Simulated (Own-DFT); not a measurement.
# Energy and forces against displacement in grey tin, 64 atoms (Sn64)

Calculated results; nothing here was measured. They come from Own-DFT, an in-house plane-wave density functional program, since retired, whose code no person has reviewed. Each row is one single-point run on a periodic cell that was not relaxed, without spin or spin-orbit coupling.

Settings of every run: PBE; PseudoDojo norm-conserving scalar-relativistic files; cutoff 42 hartree; 3 x 3 x 3 k mesh centred on Gamma; cold (Marzari-Vanderbilt) smearing of 0.2 eV.

Known limits: forces on such cells moved up to 12 meV/angstrom on a denser k mesh; stress not checked against mesh or cutoff.

Cell vectors in Å: (12.978, 0.000, 0.000); (0.000, 12.978, 0.000); (0.000, 0.000, 12.978). In each run every atom was moved at random and independently from its ideal site; u is the rms move along one axis. E is the free energy for each atom above the fitted value at u = 0, and F the rms of the force components.

| run | u (Å) | E (meV/atom) | F (eV/Å) | largest force (eV/Å) | P (GPa) |
|---|---|---|---|---|---|
| 1 | 0.0193 | 4.8 | 0.201 | 0.59 | 3.37 |
| 2 | 0.0200 | 4.7 | 0.201 | 0.70 | 3.37 |
| 3 | 0.0207 | 5.9 | 0.234 | 0.82 | 3.38 |
| 4 | 0.0452 | 27.1 | 0.499 | 1.55 | 3.58 |
| 5 | 0.0489 | 27.2 | 0.496 | 1.61 | 3.57 |
| 6 | 0.0522 | ? | ? | ? | ? |
| 7 | 0.1017 | 127.8 | 1.253 | 6.24 | 4.52 |
| 8 | 0.1025 | 138.4 | 1.149 | 4.01 | 4.64 |
| 9 | 0.1044 | 142.5 | 1.166 | 4.73 | 4.68 |
| 10 | 0.1355 | 221.8 | 1.589 | 7.03 | 5.40 |

## Worked fit

For small independent moves the energy grows as E = (3/2) K u², with K the mean stiffness felt by one atom. The runs with u up to 0.11 Å give K = 8.5 ± 0.2 eV/Å², with residuals divided by u² + 0.0006 Å², since the noise grows with the moves. The scatter is 1.8 meV/atom at u = 0.05 Å. The forces follow F = G u with G = 11.0 eV/Å²; no force at u = 0 is resolved. G exceeds K because the moves of its neighbours add to the force on an atom, and stiffness differs between atoms. The pressure follows P = 3.32 + 122 u² GPa: at fixed volume, shortened bonds push harder than stretched ones pull.

## Withheld run

Question: what energy and rms force should run 6 give?

The fit gives 35 ± 2 meV/atom and about 0.57 eV/Å. The calculation gave 38.7 meV/atom and 0.611 eV/Å.
